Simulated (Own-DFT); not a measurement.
Simulation results for AlN (wurtzite, atoms displaced)

A calculation, not a measurement: plane-wave PBE density functional theory by an unreviewed code, no spin, of a simulated periodic cell, stress positive in tension, free energy of the whole cell less one offset for each atom, forces on such cells passed a denser k mesh, this cell's mesh not checked; offsets are fitted by least squares, one for each functional and potential file, so energies compare only between cells with the same atoms and settings and are not formation energies; the far tail of each file's local potential was reset to the Coulomb form; each entry is a single point on an unrelaxed cell, so the pressure reflects the starting lattice, mostly measured values (interpolated for alloys), from which strain is counted, and rises with the displacements; printed positions are rounded, which can move forces by about a meV/angstrom; the program, named Own-DFT, is a retired in-house code; no spin-orbit coupling. Program: Own-DFT development build.

Common to all runs: functional PBE; potential files PseudoDojo norm-conserving, scalar-relativistic, standard set; wave cutoff 42 hartree; occupations Fermi-Dirac; smearing width 0.1 eV; hardware one NVIDIA H100; k mesh 2 x 2 x 2 centred on Gamma.

(1) AlN (wurtzite, atoms displaced)

```xyz
128
Lattice="12.4480 0.0000 0.0000 -6.2240 10.7803 0.0000 0.0000 0.0000 9.9640" Properties=species:S:1:pos:R:3 AlN
Al    -0.0009     1.9397     9.8763
Al     1.7840     0.8623     2.5946
N      0.1942     1.7897     2.1435
N      1.5517     1.0451     4.4323
Al     0.0525     1.7379     4.9944
Al     1.6320     0.8107     7.2306
N      0.1468     1.5310     6.9368
N      1.6419     0.9438     9.4879
Al    -1.5851     4.2837     0.0491
Al     0.0220     3.5829     2.5756
N     -1.5591     4.5353     1.8428
N     -0.0386     3.6900     4.4055
Al    -1.5787     4.5161     5.1044
Al     0.1473     3.7328     7.5150
N     -1.4455     4.5688     6.8784
N     -0.0385     3.7863     9.5080
Al    -3.1121     7.1868     9.9279
Al    -1.6019     6.2379     2.4294
N     -3.2401     7.1880     1.8400
N     -1.4502     6.3083     4.3906
Al    -3.1504     7.4059     5.0127
Al    -1.5685     6.3926     7.5504
N     -3.3842     7.1277     6.8243
N     -1.5957     6.1866     9.3091
Al    -4.5613     9.7972     9.8581
Al    -3.0595     8.9740     2.4462
N     -4.5418     9.9490     1.9776
N     -3.1477     9.0578     4.3850
Al    -4.6222     9.9089     4.9039
Al    -3.0672     8.9542     7.5790
N     -4.6991     9.8263     6.8034
N     -3.0203     8.9910     9.4241
Al     3.0137     1.7437     0.1774
Al     4.5994     0.8828     2.5790
N      3.1802     1.7422     1.8428
N      4.7228     0.9270     4.6324
Al     3.2378     1.8529     5.0581
Al     4.8017     0.9923     7.4975
N      3.0945     1.7466     6.8908
N      4.4575     0.9990     9.3336
Al     1.5822     4.5247     0.2261
Al     2.9777     3.3724     2.3265
N      1.5410     4.5241     1.8551
N      3.0968     3.5628     4.4203
Al     1.6115     4.5300     5.1039
Al     3.1175     3.6502     7.4887
N      1.4953     4.4185     6.9314
N      3.1155     3.5648     9.3989
Al     0.0342     7.1997     0.0581
Al     1.4734     6.1815     2.4347
N      0.0525     7.2355     2.1151
N      1.5892     6.3389     4.2049
Al     0.0301     7.1707     5.0953
Al     1.4687     6.3240     7.5543
N      0.0161     7.1690     6.9686
N      1.6499     6.4735     9.4979
Al    -1.7060     9.7948     0.1113
Al     0.0873     8.9184     2.4821
N     -1.5441     9.8146     1.8141
N     -0.0424     8.8814     4.3176
Al    -1.5621     9.9783     5.0040
Al     0.1576     9.2001     7.6640
N     -1.3799     9.8607     6.8397
N     -0.0158     9.0479     9.3653
Al     6.1829     1.7773     0.0268
Al     7.6570     0.9695     2.2378
N      6.2429     1.9659     2.0109
N      7.6904     0.8540     4.3164
Al     6.1289     1.6298     4.8384
Al     7.8060     0.8576     7.4798
N      6.2687     1.7535     6.7850
N      7.7972     0.7507     9.0798
Al     4.6331     4.7591     0.0210
Al     6.2108     3.5144     2.6003
N      4.6872     4.6381     1.9454
N      6.4298     3.6452     4.3381
Al     4.5668     4.4273     5.0842
Al     6.2846     3.6600     7.3861
N      4.6602     4.5742     6.8564
N      6.2168     3.5876     9.3357
Al     3.1042     7.2573     0.0347
Al     4.6646     6.2898     2.4005
N      3.1223     7.1195     1.8177
N      4.7164     6.2672     4.3361
Al     3.0832     7.1567     4.9131
Al     4.7053     6.2181     7.5282
N      3.0192     7.1667     6.9103
N      4.7454     6.3020     9.2205
Al     1.7413     9.8248     9.8948
Al     3.2039     8.9887     2.4733
N      1.7462     9.9572     1.8300
N      3.1163     9.1021     4.1874
Al     1.5867     9.9926     4.9971
Al     3.2281     8.8874     7.4139
N      1.5628     9.9174     6.6845
N      3.1334     8.8553     9.3264
Al     9.3099     1.8091     0.0704
Al    10.9394     0.9036     2.5513
N      9.2040     1.8073     2.0601
N     10.9639     1.0071     4.3810
Al     9.3674     1.7371     4.9878
Al    10.8727     0.9352     7.6614
N      9.3781     1.5156     6.7150
N     10.8030     0.8405     9.4950
Al     7.8342     4.4581     0.0995
Al     9.5638     3.4209     2.3652
N      7.6789     4.5738     1.7900
N      9.3269     3.6239     4.5511
Al     7.6529     4.4606     5.1297
Al     9.3642     3.7191     7.4484
N      7.7703     4.7486     6.9118
N      9.2400     3.5854     9.4181
Al     6.1908     7.0750     0.0506
Al     7.6761     6.2637     2.5505
N      6.3793     7.1971     1.8829
N      7.8205     6.2912     4.4557
Al     6.1280     7.1493     5.1118
Al     7.6972     6.3749     7.6547
N      6.2839     7.1230     6.9866
N      7.8049     6.3760     9.4334
Al     4.6438     9.9797     0.2546
Al     6.1098     8.9998     2.5181
N      4.6070     9.8387     1.9878
N      6.0456     9.0074     4.3256
Al     4.8396     9.9596     4.8884
Al     6.3959     8.7972     7.5283
N      4.4259    10.0746     6.9547
N      6.1351     9.0334     9.3476
```

* free energy of cell above offsets: -25.454 eV
* pressure: 11.36 GPa
* stress xx: -9.93 GPa
* stress yy: -9.4 GPa
* stress zz: -14.74 GPa
* stress yz: -0.67 GPa
* stress xz: -0.07 GPa
* stress xy: -0.43 GPa
* wall time: 395.6 s

Force:
```tsv
element	x (eV/Å)	y (eV/Å)	z (eV/Å)
Al	1.662	-2.505	1.311
Al	-3.484	-0.272	-0.325
N	-2.002	0.265	-2.672
N	3.666	-2.626	-0.056
Al	-1.67	3.059	1.062
Al	1.75	-0.914	3.565
N	-4.918	4.521	-0.215
N	-3.684	-1.89	-1.863
Al	-2.335	4.325	-0.817
Al	-0.23	0.479	0.149
N	1.227	-2.144	0.598
N	1.412	-0.923	1.329
Al	-0.188	0.808	-2.657
Al	-6.184	-3.927	1.919
N	-0.676	-0.715	2.761
N	3.117	-2.791	-2.327
Al	0.595	-1.031	1.253
Al	-0.376	2.371	2.155
N	2.241	0.022	0.745
N	-2.138	-0.053	0.271
Al	0.412	-4.653	-0.544
Al	-0.657	-0.749	-2.528
N	4.698	2.809	1.819
N	0.428	0.942	3.029
Al	-3.265	2.505	2.144
Al	-0.924	-1.443	0.942
N	-1.546	-1.293	-0.966
N	1.645	1.515	-1.057
Al	-2.209	0.299	0.179
Al	0.712	0.296	-2.974
N	1.614	-1.002	0.569
N	-2.931	-2.523	-2.11
Al	1.889	1.711	-6.113
Al	2.521	-1.055	-0.644
N	0.802	-1.264	4.397
N	-6.999	-2.25	-5.266
Al	-2.662	-0.14	0.71
Al	-2.266	-1.448	0.064
N	2.396	1.925	-0.227
N	3.394	-1.904	1.476
Al	0.614	0.733	-7.889
Al	1.926	6.314	2.703
N	-0.24	-2.931	5.322
N	-0.077	-0.153	-1.058
Al	-1.619	0.269	-2.809
Al	0.007	-1.882	1.176
N	5.704	3.825	-1.227
N	-0.691	1.717	1.272
Al	-1.007	0.477	-0.048
Al	2.085	2.676	0.52
N	-1.804	-2.968	-4.627
N	-0.004	-1.518	4.127
Al	-0.054	0.571	-1.807
Al	1.597	-0.22	0.733
N	-0.697	1.261	-0.096
N	-2.924	-3.836	-1.458
Al	5.142	3.823	-2.974
Al	0.377	2.939	0.813
N	1.016	1.682	4.195
N	0.097	2.573	1.2
Al	1.364	-4.125	0.456
Al	-0.783	-1.826	-4.783
N	-2.43	0.559	1.704
N	-0.004	-0.72	3.795
Al	-1.232	0.819	-1.769
Al	1.498	-3.02	4.523
N	-3.02	-5.576	-3.303
N	0.867	1.399	-1.442
Al	9.16	5.493	2.806
Al	0.511	0.609	-8.329
N	0.496	2.102	0.232
N	-0.141	1.292	10.44
Al	0.519	-6.033	1.017
Al	0.545	7.131	-1.294
N	-0.889	-4.789	-1.441
N	-6.2	-3.231	1.357
Al	2.364	1.739	-3.527
Al	-0.148	-1.311	1.533
N	-0.195	-2.274	0.859
N	0.156	0.458	0.027
Al	2.203	-1.01	-0.212
Al	0.665	2.194	2.538
N	0.09	1.045	1.431
N	-1.377	-0.308	1.132
Al	0.73	1.561	-0.309
Al	-1.138	2.461	-3.387
N	1.375	-1.694	-1.294
N	-1.265	1.917	3.654
Al	-2.386	0.357	0.596
Al	-3.548	-2.184	-0.622
N	-2.289	-0.401	-1.248
N	0.456	-1.096	4.751
Al	-0.215	-2.545	-4.121
Al	-1.949	1.455	0.349
N	0.279	-1.194	5.547
N	1.481	2.987	-0.141
Al	-1.29	-0.872	-1.052
Al	0.307	0.256	0.016
N	2.865	-2.676	-3.453
N	-0.339	-1.435	-0.517
Al	-1.404	1.199	-2.132
Al	0.654	-0.91	-2.748
N	-0.243	3.68	4.193
N	1.028	3.084	0.981
Al	-2.793	1.399	-2.744
Al	-3.28	5.726	4.11
N	0.905	-1.788	3.849
N	0.142	-0.915	-1.137
Al	5.38	3.067	-1.148
Al	-0.405	-0.895	-0.934
N	0.022	-3.993	1.141
N	2.319	-1.601	-1.107
Al	1.432	2.597	-0.223
Al	2.886	-1.167	1.253
N	-4.731	1.894	-0.39
N	-1.342	0.946	-0.41
Al	1.988	0.073	-1.832
Al	1.522	-1.584	-0.559
N	-3.42	0.337	-1.731
N	-0.742	-1.327	0.179
Al	0.643	-2.754	-4.877
Al	3.41	-1.173	-0.943
N	2.769	2.829	-0.227
N	6.107	-2.96	0.366
Al	-7.11	2.666	3.832
Al	-2.781	3.643	0.211
N	4.08	-2.575	-2.327
N	1.586	-0.703	1.68
```

(2) AlN (wurtzite, atoms displaced)

```xyz
128
Lattice="12.4480 0.0000 0.0000 -6.2240 10.7803 0.0000 0.0000 0.0000 9.9640" Properties=species:S:1:pos:R:3 AlN
Al    -0.0218     1.9640     0.1302
Al     1.5645     0.8466     2.4793
N      0.0207     1.7775     1.8887
N      1.5807     0.9281     4.3906
Al    -0.0054     1.8010     4.8914
Al     1.6113     0.8737     7.4890
N     -0.0252     1.8442     7.0369
N      1.6318     0.8840     9.4566
Al    -1.4208     4.3544     0.0359
Al    -0.1049     3.4494     2.5758
N     -1.5734     4.5595     1.8971
N      0.0522     3.6909     4.3073
Al    -1.5648     4.5443     5.0520
Al     0.1026     3.5929     7.5717
N     -1.6400     4.3885     6.7135
N     -0.0070     3.8253     9.2473
Al    -2.9689     7.0732     9.9212
Al    -1.4563     6.2497     2.3707
N     -3.0307     7.1987     1.8691
N     -1.4775     6.3353     4.4238
Al    -3.0306     7.0210     5.1576
Al    -1.5320     6.2931     7.5659
N     -3.1302     7.2945     6.8787
N     -1.5724     6.2259     9.2317
Al    -4.6198     9.8985     0.3047
Al    -3.0762     8.9826     2.4668
N     -4.7867    10.0892     1.8332
N     -3.2426     9.0213     4.4482
Al    -4.6397     9.8476     4.9779
Al    -3.2113     8.7464     7.3715
N     -4.6981     9.8841     6.8557
N     -3.0350     9.0262     9.3724
Al     3.3680     1.7751     9.8601
Al     4.7092     0.9220     2.4771
N      2.9564     1.8843     1.9886
N      4.5590     0.9040     4.3537
Al     3.1141     1.8146     4.8570
Al     4.3099     0.7402     7.6788
N      2.9531     1.9965     6.8404
N      4.5258     0.8903     9.2380
Al     1.6377     4.4621     0.0225
Al     3.0297     3.6242     2.4441
N      1.5194     4.5124     1.9744
N      2.9241     3.5299     4.4747
Al     1.4850     4.5923     4.9871
Al     2.9938     3.6322     7.4569
N      1.6194     4.5639     6.8312
N      3.1687     3.4409     9.2995
Al     0.1546     7.2583     9.7156
Al     1.7303     6.1521     2.4745
N      0.0435     7.3680     1.7538
N      1.5514     6.3366     4.3446
Al    -0.1420     7.3409     4.9489
Al     1.6647     6.3805     7.4342
N      0.0646     7.0192     6.7766
N      1.7194     6.3600     9.4032
Al    -1.4056     9.8109     9.9250
Al     0.0200     9.2324     2.3907
N     -1.5586     9.8066     2.0305
N     -0.0789     8.8255     4.4563
Al    -1.6492     9.8833     5.0026
Al    -0.0566     8.9329     7.4628
N     -1.7007     9.9070     6.9892
N      0.0217     8.9768     9.3426
Al     6.1459     1.8166     0.0647
Al     7.8386     0.7656     2.5486
N      6.0082     1.6439     1.9126
N      7.7548     0.9321     4.4346
Al     6.2186     1.8995     4.9465
Al     7.7809     1.0099     7.4573
N      6.3048     2.0192     6.9338
N      7.9525     0.8824     9.2324
Al     4.8371     4.4852     0.1125
Al     6.3346     3.6197     2.3993
N      4.6715     4.6067     1.8000
N      6.1601     3.5640     4.3086
Al     4.6895     4.4038     5.0872
Al     6.3322     3.5052     7.3704
N      4.7251     4.4625     6.9994
N      6.0710     3.5709     9.4109
Al     3.2210     7.3188     9.9520
Al     4.6568     6.3076     2.5509
N      2.9920     7.2331     1.9168
N      4.6371     6.3091     4.5417
Al     3.2469     6.9987     4.9585
Al     4.4560     6.4040     7.5047
N      3.1188     7.2958     6.7844
N      4.6871     6.4160     9.3831
Al     1.4489     9.8678     9.8948
Al     3.0589     9.0167     2.4540
N      1.4515     9.8484     2.0045
N      3.1515     9.0054     4.5298
Al     1.5725     9.8285     5.0129
Al     3.0961     8.9409     7.5605
N      1.6220     9.7434     6.8685
N      3.1529     9.0828     9.3454
Al     9.3279     1.8274     9.9327
Al    10.8680     1.0401     2.4969
N      9.4030     1.8122     1.8385
N     11.1219     0.9173     4.5299
Al     9.3407     1.8080     5.0055
Al    10.9680     0.7406     7.6093
N      9.3050     1.6957     6.8910
N     10.8243     0.7380     9.2856
Al     7.6269     4.5225     9.9628
Al     9.5398     3.6217     2.5508
N      7.8431     4.6505     1.9531
N      9.2514     3.5865     4.2879
Al     7.7102     4.3876     4.8127
Al     9.2503     3.6376     7.5989
N      7.7190     4.5123     7.0756
N      9.4722     3.6707     9.4925
Al     6.3829     7.2381     0.0086
Al     7.7912     6.3689     2.4402
N      6.2550     7.2716     1.8931
N      7.8610     6.1961     4.4402
Al     6.0780     7.3675     5.1214
Al     7.8506     6.4126     7.4733
N      6.3112     7.1249     6.8436
N      7.7959     6.1279     9.3383
Al     4.5244     9.8953     9.9492
Al     6.1035     8.9573     2.5352
N      4.5969     9.9295     2.0715
N      6.2943     9.0618     4.3455
Al     4.6099    10.0939     4.9694
Al     6.2707     9.2320     7.4992
N      4.5838     9.8440     6.7806
N      6.2690     8.9511     9.4496
```

* free energy of cell above offsets: -22.848 eV
* pressure: 12.47 GPa
* stress xx: -10.75 GPa
* stress yy: -14.02 GPa
* stress zz: -12.66 GPa
* stress yz: -1.89 GPa
* stress xz: 2.01 GPa
* stress xy: -1.01 GPa
* wall time: 448 s

Force:
```tsv
element	x (eV/Å)	y (eV/Å)	z (eV/Å)
Al	1.658	-2.798	-4.317
Al	0.114	3.507	2.229
N	-1.452	0.571	1.241
N	-1.06	-1.044	-0.39
Al	5.579	3.645	3.609
Al	-1.715	1.261	0.707
N	0.515	-1.375	-1.174
N	-0.504	0.682	-0.376
Al	-3.143	4.228	0.787
Al	2.039	3.267	-1.271
N	2.452	-2.307	-0.846
N	-2.383	-1.585	2.147
Al	0.447	-0.194	-4.339
Al	-1.091	0.136	-5.322
N	0.299	0.967	6.19
N	3.171	-2.625	4.093
Al	-2.25	1.905	1.067
Al	0.868	4.008	1.564
N	-0.798	-0.178	-0.355
N	-2.044	-1.793	-1.291
Al	-1.768	1.063	-4.729
Al	0.39	-1.632	-5.699
N	2.109	-10.25	-0.85
N	2.269	-0.347	4.189
Al	0.545	-0.559	-12.67
Al	-1.659	-0.769	1.41
N	-0.104	-5.014	9.281
N	3.805	-2.473	-1.428
Al	-2.263	2.499	0.411
Al	-0.193	12.98	4.92
N	2.116	0.629	-0.264
N	-0.619	-1.727	0.413
Al	-9.687	3.137	5.007
Al	-8.338	-3.312	3.305
N	3.524	-1.248	-1.925
N	3.022	-0.512	0.541
Al	-1.544	-0.206	2.023
Al	0.124	2.369	-9.516
N	1.638	-4.821	-0.41
N	9.098	-4.011	6.715
Al	0.899	0.741	-0.194
Al	1.184	-0.247	1.734
N	-0.994	-2.534	-2.659
N	2.816	2.997	-1.945
Al	0.752	-0.117	-0.338
Al	3.349	0.772	0.419
N	-2.001	0.947	1.227
N	-0.561	3.64	1.56
Al	-1.522	-2.934	3.886
Al	-3.997	3.697	1.265
N	-0.184	-1.756	-0.105
N	0.556	-0.053	0.421
Al	3.237	-8.669	1.857
Al	-0.793	-1.576	-0.008
N	-1.742	2.308	2.549
N	-0.391	-0.84	-1.706
Al	-4.368	0.768	1.094
Al	-4.227	-7.837	3.876
N	-0.866	3.611	-2.941
N	0.544	11.21	-2.932
Al	0.369	0.088	-0.053
Al	0.756	0.763	-2.178
N	1.267	-2.326	-1.69
N	0.511	0.767	-1.669
Al	0.872	-0.736	-2.082
Al	-0.313	2.82	0.089
N	8.703	4.689	-2.863
N	0.372	-0.865	-0.924
Al	-1.067	-2.672	1.74
Al	-1.091	-2.083	-1.612
N	-0.781	-11	-3.917
N	-3.646	-0.353	3.525
Al	-5.351	3.038	-3.966
Al	-1.588	0.093	0.526
N	-0.087	-1.224	4.573
N	-0.046	0.728	-0.93
Al	-1.765	0.791	0.35
Al	-3.151	9.223	4.239
N	-1.315	0.964	-1.183
N	4.775	-2.35	-0.444
Al	-0.523	-1.297	1.434
Al	0.293	0.998	-0.362
N	3.841	0.768	-0.831
N	5.738	-3.669	-3.583
Al	-7.813	5.394	0.95
Al	5.249	-2.646	0.434
N	-0.748	-0.928	0.973
N	0.957	-1.141	0.347
Al	3.178	1.578	0.348
Al	0.072	-1.111	2.707
N	6.164	3.1	-3.766
N	-0.184	-0.276	-2.702
Al	-0.629	-0.685	0.319
Al	0.695	1.538	-2.879
N	-2.805	1.795	1.194
N	-3.516	-1.996	1.068
Al	1.341	-0.032	-0.611
Al	1.4	-3.256	0.978
N	-1.974	0.442	0.984
N	-6.74	1.657	-4.212
Al	0.589	0.311	1.111
Al	-0.978	2.519	-5.138
N	1.973	1.837	-0.193
N	0.637	3.683	4.975
Al	2.233	-2.171	0.726
Al	-3.989	-0.03	-1.965
N	-0.532	-3.434	-1.362
N	1.912	-1.151	2.011
Al	0.622	2.362	1.936
Al	1.651	-1.012	-1.532
N	2.431	1.155	-2.042
N	-2.719	-1.836	-0.886
Al	-1.697	-1.028	-0.858
Al	1.061	0.877	2.362
N	-0.661	-1.348	0.338
N	-0.852	1.114	-0.507
Al	2.251	-1.129	-1.858
Al	-2.466	-3.085	0.017
N	-1.836	2.173	2.397
N	0.927	4.25	0.148
Al	4.751	-0.236	2.716
Al	1.289	1.821	-0.239
N	-0.404	0.838	-2.208
N	-2.115	-0.541	0.886
Al	0.55	-5.512	0.243
Al	-2.166	-3.735	0.966
N	1.657	0.237	2.506
N	-0.396	2.288	-0.609
```
